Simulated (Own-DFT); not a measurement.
Hf36O71 (tetragonal hafnia with one neutral oxygen vacancy, atoms displaced) (calculated)

All values are calculated (Own-DFT development build). A calculation, not a measurement: plane-wave PBE and HSE06 DFT by an unreviewed code, no spin, of a simulated cell at Gamma alone, so results move with cell size and shape, stress positive in tension, energies less offsets, not probed for a lower state with spin; hafnium file: forces about 75 meV/angstrom off all-electron values; oxygen file: force components 24 meV/angstrom off all-electron in a glass; k mesh not checked against a denser one; forces and stress are PBE's, HSE06 gives the energy alone, and its difference from PBE has offsets of its own; offsets are fitted by least squares, one for each functional and potential file, so energies compare only between cells with the same atoms and settings and are not formation energies; the far tail of each file's local potential was reset to the Coulomb form; each entry is a single point on an unrelaxed cell, so the pressure reflects the starting lattice, taken from the Materials Project, from which strain is counted, and rises with the displacements; printed positions are rounded, which can move forces by about a meV/angstrom; the program is a retired in-house code; no spin-orbit coupling.

## Hf36O71 (tetragonal hafnia with one neutral oxygen vacancy, atoms displaced)

```
cell vectors (Å)
  10.7800     0.0000     0.0000
   0.0000    10.7800     0.0000
   0.0000     0.0000    10.4493
atoms (fractions of the cell vectors)
Hf  0.00081  0.99732  0.00179
Hf  0.16721  0.17187  0.24446
O   0.00278  0.17062  0.15312
O   0.16714  0.99962  0.34671
O   0.99339  0.16796  0.40070
O   0.16988  0.99960  0.09695
Hf  0.00199  0.00131  0.49687
Hf  0.16553  0.16545  0.75246
O   0.99717  0.16494  0.65419
O   0.16913  0.00228  0.84772
O   0.99476  0.16803  0.90167
O   0.16078  0.00674  0.59989
Hf  0.99409  0.33494  0.00277
Hf  0.16722  0.50087  0.24661
O   0.00119  0.50338  0.15468
O   0.16682  0.33641  0.34458
O   0.99830  0.49710  0.40074
O   0.16356  0.33301  0.10155
Hf  0.00138  0.33716  0.49744
Hf  0.16240  0.50191  0.75255
O   0.00287  0.50505  0.65810
O   0.16932  0.33844  0.84495
O   0.00087  0.50404  0.90019
O   0.16572  0.33218  0.59468
Hf  0.00095  0.66846  0.99773
Hf  0.16349  0.83334  0.24738
O   0.00553  0.83169  0.15495
O   0.16482  0.66698  0.34158
O   0.00479  0.83032  0.40089
O   0.16545  0.66287  0.09876
Hf  0.00316  0.66686  0.50274
Hf  0.16434  0.82997  0.75082
O   0.99930  0.83480  0.65229
O   0.16811  0.66789  0.84501
O   0.00362  0.83433  0.90292
O   0.17111  0.67011  0.59457
Hf  0.33436  0.99886  0.99942
Hf  0.49878  0.16929  0.24860
O   0.33001  0.16343  0.15098
O   0.50163  0.00309  0.34851
O   0.33759  0.16286  0.40276
Hf  0.33439  0.00122  0.49764
Hf  0.50013  0.16454  0.75170
O   0.33471  0.16767  0.65957
O   0.49785  0.00062  0.84900
O   0.33248  0.16937  0.90157
O   0.50588  0.99961  0.60033
Hf  0.33209  0.33630  0.00145
Hf  0.50428  0.49936  0.25298
O   0.33827  0.50026  0.15368
O   0.49669  0.33581  0.34840
O   0.33704  0.49950  0.40318
O   0.49729  0.33500  0.09673
Hf  0.33543  0.33333  0.49738
Hf  0.49852  0.50172  0.75263
O   0.32945  0.49888  0.65297
O   0.50191  0.33863  0.84646
O   0.33414  0.50136  0.89892
O   0.50193  0.33580  0.60187
Hf  0.33111  0.66495  0.00176
Hf  0.49623  0.83673  0.25182
O   0.33313  0.83517  0.15226
O   0.49827  0.66585  0.35150
O   0.33924  0.82929  0.40030
O   0.50051  0.66297  0.10205
Hf  0.33386  0.67004  0.49384
Hf  0.50304  0.83130  0.75015
O   0.33527  0.83288  0.65315
O   0.50202  0.66755  0.84718
O   0.33455  0.83288  0.90102
O   0.49998  0.66959  0.59768
Hf  0.66827  0.99817  0.00169
Hf  0.83038  0.16944  0.25045
O   0.66598  0.16260  0.15179
O   0.83644  0.00718  0.34535
O   0.66421  0.16553  0.40584
O   0.83315  0.99678  0.09559
Hf  0.67493  0.99760  0.49413
Hf  0.83514  0.16485  0.74933
O   0.66317  0.15950  0.64964
O   0.83288  0.99692  0.84520
O   0.66350  0.17315  0.90430
O   0.83482  0.00190  0.59782
Hf  0.66923  0.33587  0.99715
Hf  0.83208  0.49600  0.25118
O   0.66157  0.50158  0.15122
O   0.83803  0.32893  0.35078
O   0.66443  0.49899  0.40450
O   0.83231  0.33389  0.09093
Hf  0.66612  0.33692  0.50237
Hf  0.83757  0.50193  0.74987
O   0.66714  0.50079  0.65513
O   0.83046  0.33020  0.83901
O   0.66747  0.49879  0.90047
O   0.83686  0.32431  0.59692
Hf  0.66919  0.66966  0.00583
Hf  0.83098  0.83280  0.24825
O   0.66532  0.83231  0.15155
O   0.82986  0.66952  0.34966
O   0.66583  0.83237  0.39955
O   0.83354  0.66745  0.09291
Hf  0.66921  0.66358  0.50317
Hf  0.83229  0.83751  0.74948
O   0.66261  0.83157  0.65745
O   0.83501  0.66176  0.84530
O   0.67068  0.83031  0.90365
O   0.83101  0.66605  0.60201
```

It was run with first functional PBE, second functional HSE06, exact exchange share 0.25, screening 0.11 1/bohr, exchange divergence Gygi-Baldereschi, potential files PseudoDojo norm-conserving, scalar-relativistic, made for PBE, standard set, wave cutoff 48 hartree, occupations fixed and k mesh 1 x 1 x 1 centred on Gamma.

It finds PBE energy of cell above offsets -100.551 eV; HSE06 less PBE above offsets -0.107 eV; PBE pressure 1.16 GPa; PBE stress xx -0.78 GPa; PBE stress yy -0.83 GPa; PBE stress zz -1.86 GPa; PBE stress yz 0.39 GPa; PBE stress xz -0.37 GPa; PBE stress xy 0.01 GPa.

Force:
| element | x (eV/Å) | y (eV/Å) | z (eV/Å) |
| --- | --- | --- | --- |
| Hf | 0.566 | 0.935 | -0.351 |
| Hf | -0.25 | -0.615 | 1.004 |
| O | -1.138 | -0.179 | -0.42 |
| O | 0.009 | 0.223 | -0.003 |
| O | 0.774 | 0.086 | 0.291 |
| O | -0.998 | -0.075 | -0.142 |
| Hf | 0.119 | 0.467 | 0.208 |
| Hf | 0.167 | 0.522 | -0.569 |
| O | 0.695 | -0.027 | -0.026 |
| O | -0.353 | -0.718 | 0.208 |
| O | 0.241 | -0.183 | 0.716 |
| O | 1.223 | -0.303 | -0.528 |
| Hf | 1.613 | -0.358 | -1.215 |
| Hf | 0.771 | 0.02 | 0.291 |
| O | -1.173 | -0.357 | -0.323 |
| O | 0.196 | -0.522 | 0.259 |
| O | -0.235 | 1.269 | 0.191 |
| O | 0.223 | 0.26 | -0.662 |
| Hf | 0.094 | -1.68 | 0.598 |
| Hf | 1.991 | -0.674 | -0.454 |
| O | -0.595 | 0.002 | -1.466 |
| O | -0.429 | -0.747 | 0.572 |
| O | -0.116 | -0.799 | 0.741 |
| O | -0.02 | -0.073 | -0.268 |
| Hf | -0.144 | -0.354 | 0.005 |
| Hf | 1.067 | 0.493 | 0.838 |
| O | -1.782 | 0.137 | -0.9 |
| O | 0.136 | -0.32 | 0.649 |
| O | -0.451 | 0.343 | 0.311 |
| O | 0.246 | 0.111 | -0.576 |
| Hf | -0.234 | 0.183 | -0.188 |
| Hf | 1.177 | 1.148 | -0.587 |
| O | -0.041 | -0.453 | -0.068 |
| O | -0.282 | -0.009 | 0.745 |
| O | -0.143 | -0.138 | 0.018 |
| O | -1.107 | 0.155 | 0.002 |
| Hf | 0.656 | 0.203 | -0.441 |
| Hf | -0.06 | -0.218 | 0.14 |
| O | 0.994 | 0.021 | 0.012 |
| O | -0.216 | -0.382 | -0.884 |
| O | -0.251 | 0.901 | -0.143 |
| Hf | 0.373 | -0.591 | 1.303 |
| Hf | 0.435 | 0.544 | -0.173 |
| O | -0.396 | -0.21 | -0.949 |
| O | 0.361 | -0.404 | 0.788 |
| O | -0.012 | -0.077 | 0.807 |
| O | -0.93 | -0.179 | -0.968 |
| Hf | 0.282 | -0.166 | -0.868 |
| Hf | -1.286 | 0.934 | -0.12 |
| O | -1.044 | -0.061 | -0.212 |
| O | 0.318 | -0.707 | 0.118 |
| O | -0.495 | 0.098 | -0.11 |
| O | 0.646 | -0.468 | 0.239 |
| Hf | -0.043 | 0.456 | 1.152 |
| Hf | -0.364 | -0.15 | -0.578 |
| O | 0.259 | -0.009 | 0.074 |
| O | -0.26 | -0.78 | 0.361 |
| O | -0.147 | 0.267 | 0.896 |
| O | -0.216 | -0.052 | -0.884 |
| Hf | 1.257 | 0.223 | -0.285 |
| Hf | 0.143 | -0.703 | 0.146 |
| O | 0.074 | 0.187 | -0.203 |
| O | 0.36 | 0.03 | -0.504 |
| O | -0.289 | 1.603 | -0.25 |
| O | -0.23 | 0.487 | -0.505 |
| Hf | 1.059 | -1.104 | 1.15 |
| Hf | -1.375 | 0.336 | -0.026 |
| O | -0.749 | 0.341 | -0.092 |
| O | -0.029 | -0.058 | 0.516 |
| O | -0.34 | -0.228 | 0.654 |
| O | 0.066 | -0.247 | -0.211 |
| Hf | -1.195 | 0.593 | -0.545 |
| Hf | 0.688 | -0.479 | 0.171 |
| O | -0.119 | -0.134 | 0.168 |
| O | -0.382 | -1.717 | -0.101 |
| O | 0.25 | 0.844 | -0.771 |
| O | 0.534 | -0.11 | 0.21 |
| Hf | -1.465 | 0.89 | 1.272 |
| Hf | -0.717 | 0.159 | -0.834 |
| O | 0.846 | 0.518 | 0.667 |
| O | -0.02 | 0.526 | 0.666 |
| O | 0.245 | -1.567 | 0.139 |
| O | 0.111 | -0.756 | -0.268 |
| Hf | -1.968 | 0.253 | -0.918 |
| Hf | 0.193 | 0.783 | 0.258 |
| O | 2.009 | -0.33 | 0.358 |
| O | -0.782 | 1.379 | -0.976 |
| O | 0.58 | -0.026 | -0.579 |
| O | -0.113 | 0.285 | 1.446 |
| Hf | -0.071 | -1.373 | 1.163 |
| Hf | -1.329 | -0.415 | 0.091 |
| O | 0.429 | -0.077 | -0.609 |
| O | 0.385 | 0.982 | 1.076 |
| O | 0.325 | 0.672 | 0.692 |
| O | -0.515 | 0.874 | -0.453 |
| Hf | -1.527 | -0.903 | -1.253 |
| Hf | 0.171 | 0.246 | 0.475 |
| O | 0.055 | 0.428 | 0.024 |
| O | 0.161 | -0.903 | -0.611 |
| O | 0.497 | -0.03 | 0.134 |
| O | 0.681 | 0.189 | 0.979 |
| Hf | -1.017 | 0.573 | 0.156 |
| Hf | -0.408 | -1.166 | -0.233 |
| O | 1.831 | 0.041 | -0.804 |
| O | 0.254 | 1.489 | 0.449 |
| O | 0.065 | 0.661 | 0.197 |
| O | 0.947 | -0.003 | -0.68 |
